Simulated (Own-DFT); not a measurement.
Simulation results for GaP (zincblende, atoms displaced)

Computed with Own-DFT development build. A calculation, not a measurement: plane-wave PBE density functional theory by an unreviewed code, no spin, of a simulated periodic cell, stress positive in tension, free energy of the whole cell less one offset for each atom, forces on such cells passed a denser k mesh, this cell's mesh not checked; offsets are fitted by least squares, one for each functional and potential file, so energies compare only between cells with the same atoms and settings and are not formation energies; the far tail of each file's local potential was reset to the Coulomb form; each entry is a single point on an unrelaxed cell, so the pressure reflects the starting lattice, mostly measured values (interpolated for alloys), from which strain is counted, and rises with the displacements; printed positions are rounded, which can move forces by about a meV/angstrom; the program, named Own-DFT, is a retired in-house code; no spin-orbit coupling; before rounding, a Quantum ESPRESSO 7.3.1 run of the same cell and cutoff gave forces within 1 meV/angstrom rms on each cell, which checks the program and not the settings.

```xyz
96
Lattice="16.3515 0.0000 0.0000 0.0000 10.9010 0.0000 0.0000 0.0000 10.9010" Properties=species:S:1:pos:R:3:force_x:R:1:force_y:R:1:force_z:R:1 formula=GaP functional=PBE potential_files=PseudoDojo_norm-conserving,scalar-relativistic,standard_set wave_cutoff=42 occupations=Fermi-Dirac smearing_width=0.1 k_mesh=2_x_3_x_3_centred_on_Gamma free_energy_of_cell_above_offsets=-12.913 pressure=8.74 stress_xx=-8.63 stress_yy=-8.81 stress_zz=-8.79 stress_yz=0.3 stress_xz=0.87 stress_xy=-0.58
Ga    16.2618     0.0838     0.0782      0.574      0.511     -1.151
Ga    16.2305     2.8996     2.7177     -3.112     -6.782     -2.343
Ga     2.5613    10.8314     2.6608      0.029      1.882     -1.427
Ga     2.4819     2.7703     0.1172      9.447      6.211     -6.897
P      1.2913     1.8134     1.0914     -7.842     -9.244      8.311
P      1.0384     3.7775     3.9368      6.787      6.033      6.763
P      4.1265     1.1654     3.8467     -0.492      1.992      1.208
P      3.9799     4.3615     1.5524      4.794     -9.297     -7.808
Ga     0.3055    10.8976     5.5523     -3.526      1.651      0.273
Ga    16.3440     2.5349     7.9872     -1.552      1.297       2.29
Ga     2.5917    10.8522     8.0050      1.599     -0.719      2.423
Ga     2.7535     2.8311     5.3768     -0.389     -0.702     -0.437
P      1.4530     1.3567     6.8480      0.708      1.805     -1.727
P      1.0768     3.9207     9.6783      0.301      1.622     -1.119
P      4.0162     1.5207     9.5455     -0.172     -0.953      0.182
P      3.9835     4.1586     7.0371      0.775     -2.564     -1.544
Ga    16.0227     5.5637     0.3473      3.539      3.002     -2.512
Ga     0.1371     8.0864     2.7772      -1.23      1.902      0.987
Ga     3.1588     5.3441     2.8355     -9.276      3.436      5.341
Ga     2.7895     8.1910    10.7506     -3.245      3.613      2.807
P      1.3740     7.0238     1.3463      1.015     -1.966     -0.518
P      1.3654     9.7611     4.1573       0.85     -3.701     -1.548
P      3.8278     6.7001     4.1224      3.825      3.572      3.013
P      4.1085     9.7750     1.3427      -0.33     -1.467     -1.032
Ga    16.1498     5.6136     5.6876      2.231      1.972     -3.179
Ga    16.3159     8.3166     8.0668      2.158     -2.738       1.45
Ga     2.5627     5.2004     8.2578     -1.876      2.384      1.681
Ga     2.8047     8.3079     5.4158     -1.416     -0.914     -0.758
P      1.4315     6.9102     6.8257     -0.342     -0.552     -0.219
P      1.2378     9.5869     9.4204      0.843      0.761      1.917
P      4.0106     7.1034     9.5735      2.724     -4.915     -2.238
P      3.9838     9.3371     6.9319      2.324      1.893      0.256
Ga     5.5158     0.1058    10.8368     -1.287      1.762      0.875
Ga     5.6485     2.6279     2.8318     -2.954      1.377      0.603
Ga     8.1576    10.7553     2.7915      0.158      0.051      0.111
Ga     8.4238     2.7399     0.2063     -2.431     -1.712      -2.38
P      6.8424     1.4175     1.6017      2.294     -1.757     -3.237
P      6.7646     4.1843     3.9563     -0.636     -0.616      2.514
P      9.8282     1.1604     4.0460      -3.36      1.769     -1.318
P      9.5957     4.1507     1.3065     -0.121       0.31      2.752
Ga     5.3290     0.2231     5.5075      -0.28     -2.254      0.532
Ga     5.5321     2.7947     8.2893     -3.239     -2.782     -2.536
Ga     8.0908     0.0805     8.1703      2.016      1.021      -1.29
Ga     8.3785     2.7631     5.0717     -0.496     -0.016      1.703
P      6.7137     1.3900     6.8502      1.183      1.287     -0.941
P      6.6928     3.9347     9.4660      4.048       3.92      4.195
P      9.8601     1.4358     9.4712     -6.895      0.288      -1.81
P      9.5506     4.1880     6.7276      1.123     -1.057      0.589
Ga     5.2620     5.3502     0.1453      1.425      1.354     -3.109
Ga     5.5005     8.0983     2.1447     -1.579      1.289      3.181
Ga     7.8619     5.3497     2.4956      2.211      2.091     -0.817
Ga     8.2265     8.3054    10.8171      1.421       1.15     -2.196
P      6.8917     7.0067     0.9099     -0.802     -3.732      1.693
P      6.7446     9.4310     4.2220     -4.002      3.301     -3.658
P      9.7536     6.6792     4.2987      -3.33      2.399     -4.089
P      9.5570     9.6791     1.0775     -0.818     -1.474      2.815
Ga     5.2987     5.3338     5.7156     -0.114      0.779     -2.057
Ga     5.6564     8.1670     8.3721     -0.283     -0.432     -1.601
Ga     8.4002     5.6353     8.1448     -0.315     -1.783      0.939
Ga     8.0992     8.2559     5.0584      4.074     -4.529      3.788
P      6.8629     6.4692     6.7993     -0.084      3.758      0.128
P      6.8663     9.8233     9.5352      0.023     -2.352      0.622
P      9.6469     6.7159     9.7630     -0.137      1.588     -1.764
P      9.3736     9.4264     6.8117     -1.212      1.472     -1.558
Ga    10.5932     0.3427     0.0497      4.715     -2.267      2.357
Ga    10.7620     2.8918     2.9871      1.077     -0.483     -1.934
Ga    13.4510    10.7026     2.3034     -2.978      2.654      4.728
Ga    13.5577     2.9441    10.8809      0.726     -1.097      1.783
P     12.3000     1.3434     1.3118     -1.928       2.52     -0.256
P     12.3716     3.9614     4.1305     -0.771      0.847      1.041
P     14.9282     1.2407     3.9796     -0.139      0.043       0.58
P     15.1682     4.0286     1.3616     -5.578     -0.203      0.213
Ga    10.8236    10.6242     5.2197     -0.168      0.525      4.651
Ga    11.1114     2.7475     8.5595      1.606      3.066     -3.531
Ga    13.8446     0.0749     8.1513     -2.243      1.143      0.662
Ga    13.5768     2.6313     5.5889      1.996      0.273     -1.169
P     12.1919     1.5578     6.9088     -0.029     -2.544      0.117
P     12.3994     4.2572     9.6191     -1.381      1.908     -0.515
P     14.7522     1.4588     9.7481      2.132     -0.569      -1.86
P     15.0611     4.2301     6.7980     -2.192     -3.394      1.382
Ga    10.9765     5.5259     0.2872     -1.036     -1.622     -3.392
Ga    10.8525     8.2271     2.5193     -0.513     -1.459      0.517
Ga    13.4617     5.3124     2.7362      2.795     -0.436      0.874
Ga    13.6654     8.2230     0.0918       0.35     -0.121      -1.51
P     12.3264     6.5721     1.4168       1.32      4.833      0.684
P     12.0733     9.4979     3.9682      2.956     -1.098     -1.469
P     14.8438     6.9810     4.0203      0.313     -1.317      0.531
P     14.9674     9.7235     1.5072      4.572     -4.534     -2.183
Ga    11.0822     5.5525     5.4945     -0.217      -3.81      -0.22
Ga    10.8166     8.3159     7.9836      1.975     -1.116        2.4
Ga    13.6137     5.5592     8.0370      1.109       0.38      1.263
Ga    13.3707     8.1150     5.4462      3.363      3.509     -2.642
P     12.2768     6.8717     6.6285     -0.949     -0.639      4.939
P     12.2853     9.7315     9.4375     -0.609      -1.26      0.575
P     15.3797     6.7640     9.4485      -3.21      0.207      0.241
P     15.2351     9.7291     7.0201     -2.386      0.568     -3.981
```

Units: wave_cutoff in hartree; smearing_width, free_energy_of_cell_above_offsets in eV; pressure, stress_xx, stress_yy, stress_zz, stress_yz, stress_xz, stress_xy in GPa; force_x, force_y, force_z in eV/Å.
